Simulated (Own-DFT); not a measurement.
Simulation results for GaN (wurtzite, strained, atoms displaced)

All values are calculated (Own-DFT development build). A calculation, not a measurement: plane-wave PBE density functional theory by an unreviewed code, no spin, of a simulated periodic cell, stress positive in tension, free energy of the whole cell less one offset for each atom, forces on such cells passed a denser k mesh, this cell's mesh not checked; offsets are fitted by least squares, one for each functional and potential file, so energies compare only between cells with the same atoms and settings and are not formation energies; the far tail of each file's local potential was reset to the Coulomb form; each entry is a single point on an unrelaxed cell, so the pressure reflects the starting lattice, mostly measured values (interpolated for alloys), from which strain is counted, and rises with the displacements; printed positions are rounded, which can move forces by about a meV/angstrom; the program, named Own-DFT, is a retired in-house code; no spin-orbit coupling.

Settings shared by all entries: functional PBE; potential files PseudoDojo norm-conserving, scalar-relativistic, standard set with the stringent files for Ga; wave cutoff 96 hartree; occupations Gaussian; smearing width 0.01 eV; k mesh 3 x 4 x 3 centred on Gamma.

(1) GaN (wurtzite, strained, atoms displaced)

```
GaN
1.0
     12.7560     0.0000     0.0000
     -4.7835     8.2853     0.0000
      0.0000     0.0000    10.3441
Ga N Ga N Ga N Ga N Ga N Ga N Ga N Ga N Ga N Ga N Ga N Ga N Ga N Ga N Ga N Ga N Ga N Ga N Ga N Ga N Ga N Ga N Ga N Ga N
2 2 2 2 2 2 2 2 2 2 2 2 2 2 2 2 2 2 2 2 2 2 2 2 2 2 2 2 2 2 2 2 2 2 2 2 2 2 2 2 2 2 2 2 2 2 2 2
Direct
  0.08646 0.21788 0.99868
  0.16774 0.11483 0.25017
  0.07984 0.22871 0.19176
  0.16481 0.11390 0.44053
  0.07899 0.21781 0.49738
  0.16118 0.10126 0.75057
  0.08047 0.22754 0.68105
  0.17078 0.11753 0.93069
  0.08161 0.54857 0.99197
  0.16546 0.42964 0.25825
  0.08980 0.56171 0.18201
  0.16806 0.44685 0.43950
  0.08213 0.54676 0.49643
  0.16846 0.44651 0.75495
  0.07805 0.54756 0.68960
  0.16642 0.44857 0.93223
  0.08535 0.90131 0.99433
  0.16188 0.75973 0.24911
  0.08492 0.88974 0.19099
  0.16988 0.77963 0.43829
  0.08484 0.89981 0.50663
  0.15762 0.77046 0.74542
  0.08760 0.89845 0.69350
  0.16415 0.77189 0.93960
  0.33914 0.22394 0.99789
  0.41946 0.10146 0.24454
  0.32966 0.22121 0.19464
  0.41831 0.10994 0.44082
  0.33499 0.21753 0.50493
  0.41760 0.11093 0.75955
  0.33108 0.21921 0.68502
  0.41118 0.10877 0.95132
  0.33834 0.55708 0.00080
  0.41524 0.44467 0.24373
  0.33267 0.55951 0.18434
  0.41649 0.43895 0.43912
  0.33126 0.54991 0.49061
  0.41263 0.44001 0.75060
  0.33312 0.55841 0.68775
  0.42677 0.44718 0.94446
  0.32909 0.88781 0.00201
  0.41447 0.77611 0.24585
  0.33342 0.88941 0.18884
  0.41312 0.78007 0.44005
  0.33341 0.89005 0.50250
  0.41507 0.76684 0.75337
  0.33406 0.89058 0.68089
  0.42136 0.77886 0.93717
  0.58264 0.21812 0.00181
  0.67058 0.11096 0.24396
  0.58014 0.22930 0.18241
  0.67331 0.11846 0.43360
  0.58850 0.22566 0.50672
  0.67516 0.11293 0.75825
  0.57324 0.20617 0.68485
  0.66438 0.11278 0.94576
  0.57838 0.53933 0.00618
  0.65974 0.44650 0.25065
  0.58192 0.55334 0.19244
  0.66535 0.44332 0.43756
  0.59586 0.56630 0.49759
  0.66002 0.43756 0.75747
  0.57502 0.55031 0.68673
  0.66872 0.44532 0.93161
  0.57944 0.88966 0.00196
  0.66188 0.77776 0.24694
  0.58759 0.88727 0.18327
  0.66298 0.76560 0.43452
  0.57731 0.89837 0.50862
  0.66564 0.77967 0.76022
  0.58542 0.88878 0.68965
  0.66857 0.76740 0.93018
  0.83602 0.22616 0.00162
  0.91344 0.10073 0.25596
  0.83170 0.22511 0.18361
  0.91899 0.10931 0.43969
  0.82453 0.22241 0.48839
  0.91699 0.09905 0.74673
  0.82897 0.22101 0.68163
  0.90423 0.10175 0.93561
  0.83578 0.55233 0.00194
  0.91294 0.45231 0.25466
  0.84110 0.55506 0.18817
  0.91767 0.44049 0.43772
  0.83232 0.55652 0.50508
  0.91680 0.44562 0.75504
  0.83717 0.55566 0.68853
  0.91614 0.43160 0.94894
  0.82638 0.89624 0.99959
  0.91759 0.77677 0.24657
  0.83051 0.88390 0.19314
  0.91272 0.78096 0.44151
  0.83313 0.88961 0.50696
  0.91777 0.78094 0.75201
  0.82682 0.88622 0.68254
  0.90671 0.76720 0.93321
```

Results for GaN (wurtzite, strained, atoms displaced): free energy of cell above offsets -3.358 eV; pressure 7.97 GPa; stress xx -5.67 GPa; stress yy -8.29 GPa; stress zz -9.96 GPa; stress yz -0.41 GPa; stress xz -0.12 GPa; stress xy -0.45 GPa.

Force:
| element | x (eV/Å) | y (eV/Å) | z (eV/Å) |
| --- | --- | --- | --- |
| Ga | -1.669 | 0.945 | 0.237 |
| Ga | -0.229 | -0.933 | 0.535 |
| N | 0.721 | -2.405 | -1.386 |
| N | 0.617 | 0.14 | -0.269 |
| Ga | 0.511 | 0.89 | 0.373 |
| Ga | 0.073 | 3.621 | -1.058 |
| N | 0.836 | -0.812 | 1.52 |
| N | 0.097 | 0.079 | 1.254 |
| Ga | -0.017 | 0.953 | 1.651 |
| Ga | -0.984 | 3.018 | -1.215 |
| N | -0.195 | -3.153 | 0.17 |
| N | 0.049 | -1.096 | -0.04 |
| Ga | -0.678 | 1.456 | 0.803 |
| Ga | -0.159 | -0.322 | -2.14 |
| N | 0.282 | 0.619 | -0.324 |
| N | 1.6 | -1.173 | 1.749 |
| Ga | 0.091 | -2.238 | 1.08 |
| Ga | -0.342 | 3.111 | 0.848 |
| N | -0.066 | 0.273 | -0.898 |
| N | -1.184 | -0.619 | 0.351 |
| Ga | 0.333 | -1.493 | -1.486 |
| Ga | 1.798 | 0.471 | 0.301 |
| N | -0.725 | -2.645 | -0.8 |
| N | -0.628 | 0.837 | -0.795 |
| Ga | -1.802 | 0.516 | 1.556 |
| Ga | -1.517 | 1.442 | 1.759 |
| N | 0.943 | 0.014 | -1.481 |
| N | 0.539 | 0.213 | -0.911 |
| Ga | -0.134 | 0.548 | -1.561 |
| Ga | -0.852 | -1.018 | -1.102 |
| N | -0.114 | -0.244 | 2.139 |
| N | 1.659 | -0.332 | -1.738 |
| Ga | -0.676 | -0.204 | -0.562 |
| Ga | -0.171 | -0.421 | 1.646 |
| N | 0.249 | -0.876 | 0.655 |
| N | 0.025 | 0.571 | -0.592 |
| Ga | 1.19 | 0.773 | 1.266 |
| Ga | 0.049 | 0.202 | -0.573 |
| N | 0.095 | -1.363 | -0.29 |
| N | -2.693 | -1.194 | -1.251 |
| Ga | 0.32 | -1.023 | -0.202 |
| Ga | 0.297 | 0.522 | 0.973 |
| N | 0.081 | -1.048 | -0.457 |
| N | 1.011 | -0.433 | -0.885 |
| Ga | -0.344 | 0.21 | -0.99 |
| Ga | -0.578 | 1.925 | -1.032 |
| N | -0.279 | -0.646 | 2.932 |
| N | -1.274 | -0.267 | 0.517 |
| Ga | -0.499 | 0.942 | -0.567 |
| Ga | -1.038 | 0.31 | 0.165 |
| N | 1.265 | -0.499 | 1.044 |
| N | -2.727 | -1.991 | -0.805 |
| Ga | -1.094 | -0.402 | -1.551 |
| Ga | -1.399 | -0.476 | -0.778 |
| N | 1.399 | 1.428 | 2.067 |
| N | 0.855 | -0.418 | -0.687 |
| Ga | 1.966 | 2.386 | -0.303 |
| Ga | 1.997 | -0.449 | 0.467 |
| N | -0.505 | 0.663 | -1.017 |
| N | 1.031 | -0.138 | 0.132 |
| Ga | -1.952 | -2.629 | 1.305 |
| Ga | 0.047 | 0.388 | -3.028 |
| N | 1.362 | 0.543 | 0.391 |
| N | 0.286 | -0.909 | 2.787 |
| Ga | 1.502 | -0.239 | -0.984 |
| Ga | 1.301 | -0.54 | 1.16 |
| N | -1.651 | 0.447 | 0.641 |
| N | -0.657 | 3.702 | -0.229 |
| Ga | 1.264 | -1.047 | -1.349 |
| Ga | -0.098 | -1.107 | -3.527 |
| N | -0.445 | 0.202 | 0.951 |
| N | -1.452 | 0.103 | 3.9 |
| Ga | -0.363 | -2.072 | 0.4 |
| Ga | -0.643 | 0.958 | -0.695 |
| N | 1.02 | -0.106 | 1.462 |
| N | -1.558 | -0.07 | -0.098 |
| Ga | 3.392 | 0.554 | 2.1 |
| Ga | -1.312 | 1.794 | -0.304 |
| N | 1.048 | 0.321 | 0.537 |
| N | 1.788 | 1.701 | -0.358 |
| Ga | -0.216 | -0.032 | -0.302 |
| Ga | 3.014 | -1.52 | -0.479 |
| N | -3.307 | 0.827 | -0.532 |
| N | -0.723 | 0.881 | 0.089 |
| Ga | 0.435 | 0.175 | -0.852 |
| Ga | -0.053 | -1.271 | -0.428 |
| N | -1.015 | 0.024 | 0.78 |
| N | -0.948 | 2.428 | -2.154 |
| Ga | 1.214 | -2.236 | 0.87 |
| Ga | 0.06 | 0.269 | 0.831 |
| N | -0.155 | 0.094 | -1.194 |
| N | 1.321 | -0.457 | -0.223 |
| Ga | -0.936 | -0.332 | -2.379 |
| Ga | -0.649 | -0.747 | -0.857 |
| N | 0.916 | -0.534 | 2.059 |
| N | 0.756 | 1.691 | 1.261 |

(2) GaN (wurtzite, strained, atoms displaced)

```
GaN
1.0
     12.7560     0.0000     0.0000
     -4.7835     8.2853     0.0000
      0.0000     0.0000    10.3441
Ga N Ga N Ga N Ga N Ga N Ga N Ga N Ga N Ga N Ga N Ga N Ga N Ga N Ga N Ga N Ga N Ga N Ga N Ga N Ga N Ga N Ga N Ga N Ga N
2 2 2 2 2 2 2 2 2 2 2 2 2 2 2 2 2 2 2 2 2 2 2 2 2 2 2 2 2 2 2 2 2 2 2 2 2 2 2 2 2 2 2 2 2 2 2 2
Direct
  0.08722 0.22326 0.00344
  0.16962 0.11593 0.25530
  0.07664 0.21950 0.18622
  0.17075 0.11837 0.43882
  0.07847 0.21677 0.49718
  0.16635 0.10278 0.75645
  0.07894 0.21825 0.69245
  0.16700 0.10332 0.93706
  0.08298 0.55055 0.99208
  0.16115 0.44192 0.24918
  0.08732 0.55752 0.18770
  0.16156 0.43916 0.43585
  0.08000 0.56967 0.49557
  0.16580 0.43980 0.74906
  0.07857 0.55728 0.69216
  0.15788 0.43542 0.93067
  0.08852 0.89460 0.00255
  0.17133 0.78010 0.25007
  0.08042 0.87827 0.19245
  0.16210 0.76962 0.44433
  0.08296 0.88669 0.50704
  0.16565 0.78580 0.74978
  0.09130 0.89174 0.68884
  0.16603 0.78179 0.93214
  0.33736 0.22494 0.99769
  0.42181 0.10278 0.24717
  0.33463 0.22342 0.18778
  0.41746 0.12223 0.44199
  0.33176 0.22766 0.50015
  0.40994 0.11151 0.74400
  0.33330 0.22026 0.68640
  0.40932 0.10890 0.93868
  0.33484 0.55455 0.00103
  0.41339 0.44087 0.24856
  0.33454 0.54553 0.18217
  0.41715 0.43431 0.44071
  0.33293 0.54478 0.49917
  0.41705 0.43885 0.75399
  0.33237 0.56426 0.69260
  0.41895 0.44534 0.93775
  0.33523 0.88405 0.99763
  0.41719 0.78031 0.25774
  0.32940 0.88608 0.19832
  0.42160 0.78608 0.44457
  0.33523 0.88291 0.49237
  0.41649 0.77744 0.74698
  0.33624 0.89642 0.68583
  0.42120 0.78564 0.92948
  0.58725 0.21730 0.99838
  0.67242 0.11631 0.25371
  0.58018 0.21366 0.19279
  0.66892 0.10493 0.44361
  0.58695 0.22138 0.50328
  0.66738 0.10970 0.74934
  0.59266 0.23270 0.69006
  0.67529 0.11724 0.94089
  0.58190 0.55586 0.00063
  0.66439 0.44837 0.24724
  0.59087 0.56317 0.19563
  0.67232 0.44781 0.43403
  0.57661 0.54490 0.50440
  0.66683 0.44960 0.74811
  0.57941 0.55145 0.68907
  0.66602 0.43903 0.94163
  0.58550 0.88614 0.00474
  0.66919 0.77769 0.24691
  0.59199 0.89055 0.19258
  0.66723 0.77332 0.42343
  0.58507 0.89656 0.49774
  0.67427 0.78328 0.75156
  0.58829 0.89600 0.67822
  0.67021 0.78299 0.93912
  0.83399 0.21347 0.00172
  0.91787 0.12287 0.25794
  0.83104 0.20675 0.19512
  0.91479 0.11316 0.44823
  0.83256 0.22539 0.50639
  0.92116 0.11630 0.75102
  0.83002 0.21858 0.68820
  0.91197 0.09963 0.94420
  0.83472 0.55550 0.00026
  0.92197 0.44677 0.25597
  0.83417 0.55232 0.18821
  0.92017 0.44848 0.44158
  0.82621 0.55351 0.49977
  0.91706 0.44364 0.74919
  0.82991 0.55461 0.67959
  0.91368 0.44667 0.93734
  0.83354 0.88597 0.00176
  0.91550 0.78373 0.24583
  0.83116 0.88673 0.18492
  0.92018 0.77710 0.42809
  0.83659 0.88766 0.50427
  0.91677 0.77011 0.74973
  0.83449 0.89209 0.68339
  0.91629 0.77587 0.92992
```

Results for GaN (wurtzite, strained, atoms displaced): free energy of cell above offsets -4.807 eV; pressure 7.64 GPa; stress xx -7.37 GPa; stress yy -6.79 GPa; stress zz -8.77 GPa; stress yz 0.35 GPa; stress xz -0.06 GPa; stress xy 0.04 GPa.

Force:
| element | x (eV/Å) | y (eV/Å) | z (eV/Å) |
| --- | --- | --- | --- |
| Ga | -0.646 | -1.115 | -0.845 |
| Ga | -0.189 | -0.811 | -1.063 |
| N | 1.262 | 0.193 | 0.778 |
| N | -0.665 | -1.221 | 0.477 |
| Ga | 0.399 | 0.734 | 0.976 |
| Ga | -0.718 | 1.334 | -1.194 |
| N | 1.818 | 0.255 | -0.82 |
| N | -0.385 | 1.82 | 0.899 |
| Ga | -1.028 | 0.923 | 0.53 |
| Ga | 1.133 | -0.01 | 0.007 |
| N | -0.439 | 0.006 | -0.646 |
| N | 0.394 | 0.86 | 0.53 |
| Ga | 1.592 | -3.72 | 2.252 |
| Ga | -0.781 | 0.665 | -1.081 |
| N | 1.124 | 0.338 | -0.74 |
| N | 1.535 | 0.641 | 1.397 |
| Ga | -0.515 | -1.676 | 0.443 |
| Ga | -1.804 | -1.074 | 0.73 |
| N | 0.2 | 1.743 | -0.644 |
| N | 0.695 | 3.785 | -1.72 |
| Ga | -0.222 | 0.486 | -1.736 |
| Ga | 2.362 | -1.557 | -0.207 |
| N | -2.414 | 0.006 | -0.291 |
| N | 0.855 | -0.66 | 1.509 |
| Ga | -0.679 | -0.319 | 0.88 |
| Ga | -1.999 | 1.362 | 1.331 |
| N | 0.31 | -0.687 | -0.129 |
| N | 1.045 | -1.49 | -0.644 |
| Ga | 0.655 | -1.763 | 0.383 |
| Ga | 2.29 | 0.055 | 0.769 |
| N | -1.444 | 0.788 | 0.377 |
| N | 1.947 | -0.224 | -0.33 |
| Ga | -0.629 | 0.298 | -1.332 |
| Ga | 1.581 | 0.142 | 0.398 |
| N | -1.491 | 1.43 | 1.268 |
| N | -1.13 | 1.891 | -0.98 |
| Ga | -1.009 | 0.854 | 0.388 |
| Ga | -0.932 | 0.674 | -0.741 |
| N | 0.989 | -2.059 | -0.937 |
| N | -0.518 | -0.008 | 0.272 |
| Ga | -1.127 | 0.554 | 0.081 |
| Ga | 1.176 | -0.616 | -0.962 |
| N | 1.748 | -0.217 | -1.731 |
| N | 0.465 | -2.194 | -1.096 |
| Ga | -1.891 | 1.753 | 1.557 |
| Ga | 0.171 | 1.599 | -0.84 |
| N | -0.016 | -1.104 | -0.292 |
| N | 0.45 | -1.006 | 1.786 |
| Ga | -1.121 | 0.108 | 0.229 |
| Ga | -0.659 | -0.862 | 0.316 |
| N | 1.077 | 1.177 | -0.969 |
| N | -0.675 | 2.218 | -1.093 |
| Ga | -0.532 | 0.318 | -0.481 |
| Ga | -0.356 | 0.252 | 0.407 |
| N | -1.039 | -1.216 | 0.111 |
| N | -0.942 | -1.571 | -0.48 |
| Ga | 1.159 | 0.175 | 0.462 |
| Ga | 1.55 | -0.872 | 0.246 |
| N | -1.904 | -1.544 | -1.907 |
| N | -1.637 | -1.302 | 0.326 |
| Ga | 1.305 | 1.673 | -1.231 |
| Ga | 0.48 | -0.401 | 0.881 |
| N | 0.063 | 0.968 | 0.312 |
| N | -0.566 | 0.764 | -0.419 |
| Ga | -0.339 | 0.851 | -0.283 |
| Ga | 0.402 | 0.474 | -0.09 |
| N | -2.283 | 0.049 | -0.485 |
| N | -0.266 | 0.043 | 3.744 |
| Ga | 1.823 | -2.018 | -0.294 |
| Ga | -1.232 | -0.279 | -0.626 |
| N | -0.028 | -1.147 | 2.052 |
| N | -0.271 | -1.091 | -0.289 |
| Ga | 0.236 | 1.29 | 0.454 |
| Ga | 1.581 | -2.641 | 0.45 |
| N | -1.312 | 2.958 | -1.32 |
| N | 0.034 | -0.437 | -1.063 |
| Ga | 0.407 | 0.148 | -0.561 |
| Ga | -1.191 | -0.988 | 0.611 |
| N | 0.743 | 0.685 | 0.91 |
| N | 0.885 | 1.587 | -1.139 |
| Ga | -0.402 | 0.11 | 0.283 |
| Ga | -0.843 | -0.216 | -0.946 |
| N | -0.037 | 0.041 | 0.106 |
| N | -1.229 | -0.868 | -0.198 |
| Ga | 1.543 | 1.015 | -1.152 |
| Ga | -0.818 | -0.308 | 0.003 |
| N | 0.523 | 0.195 | 1.529 |
| N | 1.078 | -1.049 | 0.174 |
| Ga | 0.518 | -0.431 | -0.144 |
| Ga | 0.341 | -1.017 | -0.142 |
| N | 0.562 | 1.04 | 0.498 |
| N | -0.258 | 0.356 | 2.125 |
| Ga | -0.787 | -0.618 | -2.07 |
| Ga | -0.351 | 0.798 | -0.897 |
| N | 0.949 | -0.308 | 1.477 |
| N | 0.295 | 0.233 | 1.558 |

(3) GaN (wurtzite, strained, atoms displaced)

```
GaN
1.0
     12.7560     0.0000     0.0000
     -4.7835     8.2853     0.0000
      0.0000     0.0000    10.3441
Ga N Ga N Ga N Ga N Ga N Ga N Ga N Ga N Ga N Ga N Ga N Ga N Ga N Ga N Ga N Ga N Ga N Ga N Ga N Ga N Ga N Ga N Ga N Ga N
2 2 2 2 2 2 2 2 2 2 2 2 2 2 2 2 2 2 2 2 2 2 2 2 2 2 2 2 2 2 2 2 2 2 2 2 2 2 2 2 2 2 2 2 2 2 2 2
Direct
  0.07126 0.21218 0.00613
  0.16715 0.10777 0.24993
  0.08316 0.22585 0.18233
  0.16685 0.11242 0.44349
  0.07782 0.21810 0.50103
  0.16626 0.11330 0.74248
  0.07920 0.22469 0.69126
  0.16284 0.11068 0.94452
  0.08328 0.54827 0.00504
  0.16728 0.44945 0.25126
  0.07745 0.54755 0.18706
  0.16520 0.44113 0.43924
  0.07887 0.55413 0.49812
  0.16588 0.43570 0.75486
  0.08352 0.55664 0.69092
  0.16614 0.44233 0.94050
  0.07958 0.88558 0.99864
  0.17622 0.78936 0.24279
  0.07957 0.88194 0.19223
  0.16414 0.77651 0.43251
  0.08537 0.89233 0.50055
  0.16357 0.76904 0.74829
  0.07448 0.89322 0.68663
  0.15937 0.77067 0.94213
  0.33602 0.22785 0.00020
  0.41255 0.11105 0.25260
  0.33218 0.22076 0.18582
  0.41253 0.10960 0.44233
  0.33602 0.22886 0.50862
  0.42389 0.10509 0.75525
  0.32961 0.22546 0.69146
  0.42039 0.11954 0.93430
  0.32882 0.55009 0.00054
  0.41532 0.43844 0.24457
  0.32953 0.55380 0.19077
  0.41459 0.44498 0.44559
  0.33081 0.55967 0.49299
  0.41302 0.43926 0.74470
  0.33051 0.55633 0.68820
  0.41966 0.44508 0.94154
  0.32866 0.88254 0.00292
  0.42021 0.78550 0.24357
  0.33298 0.89521 0.18783
  0.41660 0.77160 0.43078
  0.33009 0.89198 0.50180
  0.41490 0.78100 0.74188
  0.33495 0.88784 0.69055
  0.41820 0.77536 0.94951
  0.58189 0.23213 0.99664
  0.66022 0.10033 0.24975
  0.58530 0.21611 0.18603
  0.66935 0.10846 0.43845
  0.58832 0.21887 0.50433
  0.66450 0.11547 0.75185
  0.58345 0.22179 0.69467
  0.66402 0.11272 0.94258
  0.58181 0.56145 0.99910
  0.66997 0.44052 0.24942
  0.59030 0.56406 0.19449
  0.66472 0.43730 0.44737
  0.58480 0.56784 0.49642
  0.66878 0.45347 0.74930
  0.58514 0.55852 0.68617
  0.66323 0.44328 0.94158
  0.58621 0.89003 0.99201
  0.66803 0.77825 0.25379
  0.58898 0.90009 0.18463
  0.66871 0.78150 0.44254
  0.58071 0.89012 0.49964
  0.67250 0.77215 0.74449
  0.58258 0.89545 0.69702
  0.67590 0.78772 0.93381
  0.83057 0.21720 0.00218
  0.91534 0.11167 0.25687
  0.82597 0.21637 0.18909
  0.91463 0.10443 0.44731
  0.83364 0.21810 0.50240
  0.91897 0.10651 0.75063
  0.82964 0.21685 0.68661
  0.91522 0.11489 0.93969
  0.83055 0.55598 0.99540
  0.90315 0.43925 0.25203
  0.83046 0.55000 0.18894
  0.91410 0.43908 0.44652
  0.83581 0.56215 0.49752
  0.91702 0.44310 0.75728
  0.83736 0.54914 0.69566
  0.91337 0.44497 0.93383
  0.83217 0.88277 0.00558
  0.91441 0.77909 0.25094
  0.82710 0.88559 0.18751
  0.91666 0.77753 0.43130
  0.83314 0.89531 0.50470
  0.91808 0.78109 0.75732
  0.82692 0.89506 0.69158
  0.91803 0.78090 0.93657
```

The calculation gives: free energy of cell above offsets -6.130 eV; pressure 7.14 GPa; stress xx -6.32 GPa; stress yy -7.87 GPa; stress zz -7.22 GPa; stress yz 0.01 GPa; stress xz 0.09 GPa; stress xy -1.22 GPa.

Force:
| element | x (eV/Å) | y (eV/Å) | z (eV/Å) |
| --- | --- | --- | --- |
| Ga | 1.464 | 0.991 | -1.467 |
| Ga | -0.966 | 0.3 | 0.085 |
| N | 0.071 | -0.724 | 2.857 |
| N | 0.059 | 0.298 | -0.619 |
| Ga | 1.015 | 0.877 | 0.189 |
| Ga | -0.484 | -0.179 | 1.755 |
| N | 0.871 | -0.663 | -0.758 |
| N | 0.448 | 0.071 | -0.979 |
| Ga | -1.032 | 0.015 | -0.744 |
| Ga | -0.475 | -0.785 | -0.027 |
| N | -0.313 | 0.92 | 1.068 |
| N | -0.744 | -0.063 | -0.02 |
| Ga | 0.764 | 0.109 | 0.34 |
| Ga | -0.604 | 1.539 | -0.295 |
| N | 0.289 | -0.956 | -0.586 |
| N | -0.138 | -0.68 | -0.047 |
| Ga | 0.647 | 0.744 | 0.595 |
| Ga | -1.899 | -2.519 | 0.946 |
| N | -0.106 | 0.835 | -0.766 |
| N | 0.337 | 0.184 | 0.723 |
| Ga | -0.371 | -0.624 | -0.571 |
| Ga | -0.506 | 1.224 | 0.72 |
| N | 1.817 | -0.368 | 0.07 |
| N | 0.794 | 0.447 | -0.562 |
| Ga | -0.616 | -1.124 | -0.745 |
| Ga | 1.186 | 0.844 | 0.083 |
| N | 0.097 | -0.137 | 0.444 |
| N | 0.681 | 0.533 | -0.09 |
| Ga | -0.123 | -0.446 | -0.977 |
| Ga | -1.79 | 0.555 | -0.768 |
| N | 1.374 | -1.135 | 0.192 |
| N | -0.705 | -1.353 | 1.306 |
| Ga | 0.504 | 0.374 | 0.143 |
| Ga | -0.107 | 1.244 | 1.206 |
| N | 0.913 | 0.509 | -0.228 |
| N | 0.417 | 0.348 | -1.255 |
| Ga | 0.284 | -0.98 | 0.967 |
| Ga | 0.078 | 1.649 | 0.846 |
| N | 0.37 | -0.096 | -0.237 |
| N | -0.812 | 0.348 | -0.755 |
| Ga | 0.321 | 0.816 | -1.132 |
| Ga | 0.389 | -0.734 | -0.17 |
| N | 1.24 | 0.128 | -0.206 |
| N | -0.754 | 1.644 | 0.573 |
| Ga | 0.471 | -0.832 | -0.56 |
| Ga | 1.339 | -1.228 | 1.781 |
| N | -1.618 | 0.334 | -0.474 |
| N | -0.848 | -0.031 | -1.367 |
| Ga | 1.12 | -1.759 | 0.95 |
| Ga | 0.286 | 2.161 | 0.478 |
| N | -1.659 | 0.678 | 0.492 |
| N | -0.497 | -0.07 | -0.068 |
| Ga | -0.938 | -0.041 | -0.058 |
| Ga | 1.461 | -0.207 | 0.724 |
| N | -0.3 | 1.039 | -0.936 |
| N | -0.022 | 0.416 | -0.624 |
| Ga | 0.797 | 0.505 | 0.46 |
| Ga | -1.237 | -0.538 | 0.777 |
| N | -0.596 | -1.538 | -0.715 |
| N | -0.227 | 1.148 | -1.043 |
| Ga | 0.48 | -2.156 | 0.252 |
| Ga | 0.604 | -0.957 | 0.043 |
| N | -0.49 | -0.655 | -0.044 |
| N | -0.179 | 1.749 | -0.777 |
| Ga | -0.146 | 0.308 | 0.547 |
| Ga | -1.075 | 0.574 | -0.062 |
| N | 0.128 | -3.224 | -0.301 |
| N | -0.236 | 0.75 | -0.423 |
| Ga | 0.133 | -0.198 | 0.855 |
| Ga | -2.868 | 0.636 | 1.24 |
| N | 0.577 | -1.103 | -1.296 |
| N | -0.771 | -1.415 | 0.167 |
| Ga | -0.748 | 0.67 | -0.27 |
| Ga | 0.02 | 0.197 | -0.886 |
| N | 0.871 | 0.329 | 0.648 |
| N | -0.186 | 1.143 | -1.521 |
| Ga | -0.528 | 0.354 | 0.378 |
| Ga | -1.794 | 1.095 | 0.754 |
| N | 0.519 | 0.428 | 0.908 |
| N | -0.121 | -1.369 | -0.299 |
| Ga | 0.505 | -0.319 | 0.482 |
| Ga | 2.449 | -0.374 | 0.382 |
| N | -0.515 | 1.506 | -0.837 |
| N | -0.479 | 0.238 | -1.286 |
| Ga | -0.033 | -0.945 | 1.113 |
| Ga | 0.694 | -0.941 | -1.794 |
| N | -1.719 | 1.694 | -0.998 |
| N | 0.531 | -0.356 | 2.347 |
| Ga | -0.124 | 1.276 | -0.818 |
| Ga | 0.131 | -0.496 | -0.787 |
| N | 1.194 | 0.762 | 0.848 |
| N | -0.45 | 0.619 | 1.773 |
| Ga | 0.747 | -1.842 | 0.041 |
| Ga | -0.776 | -0.832 | -1.654 |
| N | 2.797 | -0.639 | -0.883 |
| N | -0.56 | -0.522 | 1.237 |
